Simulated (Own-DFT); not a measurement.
# Misfit strain and the stress it brings: wurtzite AlN, 72 atoms (Al36N36)

No measurement is shown. These are fixed-geometry runs of a retired plane-wave code named Own-DFT, which no person has reviewed; spin and spin-orbit coupling are neglected.

All runs used: PBE; PseudoDojo norm-conserving scalar-relativistic files; cutoff 42 hartree; 3 x 3 x 2 k mesh centred on Gamma; Fermi-Dirac smearing of 0.1 eV.

Known weak points: forces on such cells moved up to 12 meV/angstrom on a denser k mesh; stress not checked against mesh or cutoff.

Unstrained cell vectors in Å: (9.336, 0.000, 0.000); (-4.668, 8.085, 0.000); (0.000, 0.000, 9.964). The unstrained cell has measured lattice constants (interpolated for alloys), not those of this functional. That, the random moves and any unrelaxed bonds set the pressure at no strain. Each run strains x and y alike by e, as a substrate would, and holds the height along z. Each coordinate of each atom was shifted by a normal deviate of width 0.05 Å. Stress is positive in tension.

```
e (%),u (Å),(s_xx + s_yy)/2 (GPa),s_zz (GPa)
-2.50,0.052,-23.08,-8.10
-1.25,0.050,?,?
-1.00,0.054,-12.72,-6.85
-0.75,0.050,-9.76,-7.31
-0.25,0.054,-6.84,-6.73
1.25,0.052,0.46,-2.67
1.75,0.047,3.69,-2.24
2.00,0.049,4.69,-3.37
2.25,0.048,6.33,-1.70
2.75,0.046,8.07,-1.19
```

## Analysis

With e as a fraction, the in-plane stress is -5.7 + 600 e - 3614 e² GPa (errors 11 and 759, scatter 0.54), and s_zz is -5.4 + 146 e GPa (slope ± 16, scatter 0.82). At e = 0 the first slope is C11 + C12 and the second 2 C13, both with the ions held to the strained lattice and at the cell's own pressure. The term in e² is negative: the layer stiffens under compression and softens under tension. A free layer would change its height as e changes, and the in-plane slope would drop by 2 C13²/C33 to the biaxial modulus. At fixed height, a misfit of 1 % moves the in-plane stress by about 6.0 GPa and s_zz by 1.5 GPa.

## Prediction

Question: what are the two stresses at e = -1.25 %?

Estimate: -13.8 and -7.2 GPa. The run itself gave -13.35 and -6.96 GPa.
